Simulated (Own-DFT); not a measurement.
# Response to strain: wurtzite GaN, 96 atoms (Ga48N48)

All numbers below are calculated, not measured. They come from Own-DFT, an in-house plane-wave density functional program, since retired, whose code no person has reviewed. Each row is one single-point run on a periodic cell that was not relaxed, without spin or spin-orbit coupling.

Settings of every run: PBE; PseudoDojo norm-conserving scalar-relativistic files (stringent for Ga); cutoff 96 hartree; 3 x 4 x 3 k mesh centred on Gamma; Gaussian smearing of 0.01 eV.

Known limits: forces on such cells passed a denser k mesh, each cell not checked; stress not checked against mesh or cutoff.

Unstrained cell vectors in Å: (12.756, 0.000, 0.000); (-4.783, 8.285, 0.000); (0.000, 0.000, 10.370). The unstrained cell has measured lattice constants (interpolated for alloys), not those of this functional. That, the random moves and any unrelaxed bonds set the pressure at no strain. Each run strains this cell uniformly, with the atoms carried along. Every atom was also moved at random, by a Gaussian of width 0.05 Å on each axis. Strain is the symmetric tensor, in per cent. Stress is positive in tension, and the pressure is minus a third of its trace.

| run | e_xx (%) | e_yy (%) | e_zz (%) | e_yz (%) | e_xz (%) | e_xy (%) | s_xx (GPa) | s_yy (GPa) | s_zz (GPa) | s_yz (GPa) | s_xz (GPa) | s_xy (GPa) | P (GPa) | E (meV/atom) |
|---|---|---|---|---|---|---|---|---|---|---|---|---|---|---|
| 1 | -0.50 | 0.43 | 0.41 | 0.27 | 1.52 | 0.70 | -8.21 | -5.49 | -5.80 | 0.62 | 2.71 | 1.80 | 6.50 | 9.0 |
| 2 | 1.15 | -0.43 | -1.14 | 1.61 | -1.07 | 0.33 | -3.74 | -8.06 | -13.83 | 3.43 | -2.63 | 1.69 | 8.54 | 27.8 |
| 3 | -1.51 | 1.17 | -0.18 | -0.50 | 0.61 | -1.25 | -13.67 | -2.72 | -9.07 | -0.87 | 1.16 | -3.44 | 8.49 | 22.7 |
| 4 | -1.88 | -1.11 | 0.81 | 1.81 | 0.12 | 1.68 | -17.66 | -13.38 | -6.93 | 3.84 | 0.58 | 6.47 | 12.65 | 50.0 |
| 5 | 1.08 | -0.75 | -0.18 | 1.48 | 0.27 | 0.43 | -4.36 | -8.77 | -7.44 | 2.79 | -0.08 | 1.24 | 6.86 | 13.2 |
| 6 | -1.88 | 0.47 | -1.45 | -0.21 | 0.18 | -1.63 | -16.80 | -8.26 | -15.50 | -1.02 | -0.22 | -5.10 | 13.52 | 35.1 |
| 7 | 0.13 | -1.52 | -1.78 | -0.76 | 1.15 | 1.73 | -10.16 | -14.38 | -19.36 | -1.33 | 3.02 | 6.43 | 14.63 | 46.9 |
| 8 | -1.72 | -0.96 | 0.17 | -0.79 | -1.37 | -0.93 | -15.19 | -12.96 | -9.69 | -2.56 | -2.50 | -3.74 | 12.61 | 29.9 |
| 9 | -0.35 | 0.13 | 0.33 | 1.31 | -0.10 | -1.09 | -8.60 | -6.59 | -5.25 | 2.77 | 0.20 | -4.63 | 6.81 | 0.0 |
| 10 | -0.35 | -0.31 | -0.10 | 0.91 | -0.87 | 1.40 | -8.85 | -8.89 | -7.59 | 1.31 | -1.43 | 3.97 | 8.45 | 6.1 |
| 11 | 1.52 | -0.38 | -0.34 | -0.45 | 0.91 | 0.73 | -2.48 | -7.86 | -6.61 | -0.39 | 2.19 | 1.61 | 5.65 | 1.2 |
| 12 | -0.06 | -1.99 | 1.98 | 0.48 | 1.16 | 0.56 | -9.79 | -13.13 | -0.45 | 1.51 | 2.87 | 1.93 | 7.79 | 20.1 |
| 13 | -1.19 | -0.05 | -0.85 | -1.46 | -0.39 | -0.84 | -13.82 | -7.83 | -13.44 | -2.51 | -1.49 | -2.05 | 11.70 | 21.5 |
| 14 | -1.54 | -0.05 | -0.61 | 0.59 | 0.32 | -0.30 | -15.49 | -8.29 | -11.86 | 0.80 | 0.84 | -1.55 | 11.88 | 17.6 |
| 15 | 1.44 | 1.26 | -0.58 | -0.67 | 0.13 | -0.36 | 0.39 | -0.98 | -9.42 | -1.62 | 0.29 | -1.16 | 3.34 | 5.7 |
| 16 | -0.62 | 1.36 | 0.67 | -0.41 | 0.70 | -1.23 | ? | ? | ? | ? | ? | ? | ? | ? |

E is the free energy for each atom above the lowest run shown.

## Worked fit

Each stress component was fitted by least squares to a constant and the strains of the runs shown, as fractions, with shears doubled. Shear strains stay in the fit of a normal stress only where such slopes are resolved. The slopes, in GPa:

| stress | at no strain | per e_xx | per e_yy | per e_zz | scatter |
|---|---|---|---|---|---|
| s_xx | -7.7 | 446 ± 16 | 136 ± 23 | 67 ± 22 | 0.73 |
| s_yy | -6.8 | 93 ± 14 | 418 ± 20 | 72 ± 19 | 0.64 |
| s_zz | -7.6 | 93 ± 23 | 114 ± 33 | 516 ± 32 | 1.06 |

Each shear stress against twice its own strain: yz 101 ± 7, xz 101 ± 9, xy 171 ± 14 GPa. These are stiffnesses along x, y and z of the frame in which the cell vectors are given, which need not be the crystal's axes. The atoms are held to the strained lattice; where symmetry lets them move under strain, relaxing them would lower some slopes. The table should be nearly symmetric about its diagonal, and what it lacks of that shows the noise. A ninth of its sum, 217 ± 6 GPa, estimates the bulk modulus near the mean pressure of these runs, 9.3 GPa, so it lies above the value at zero pressure.

## Withheld run

Question: what normal stresses and pressure should run 16 give?

The fit gives s_xx = -8.2, s_yy = -1.2, s_zz = -3.2 and P = 4.2 GPa. The calculation gave -8.19, -1.77, -3.77 and P = 4.57 GPa.
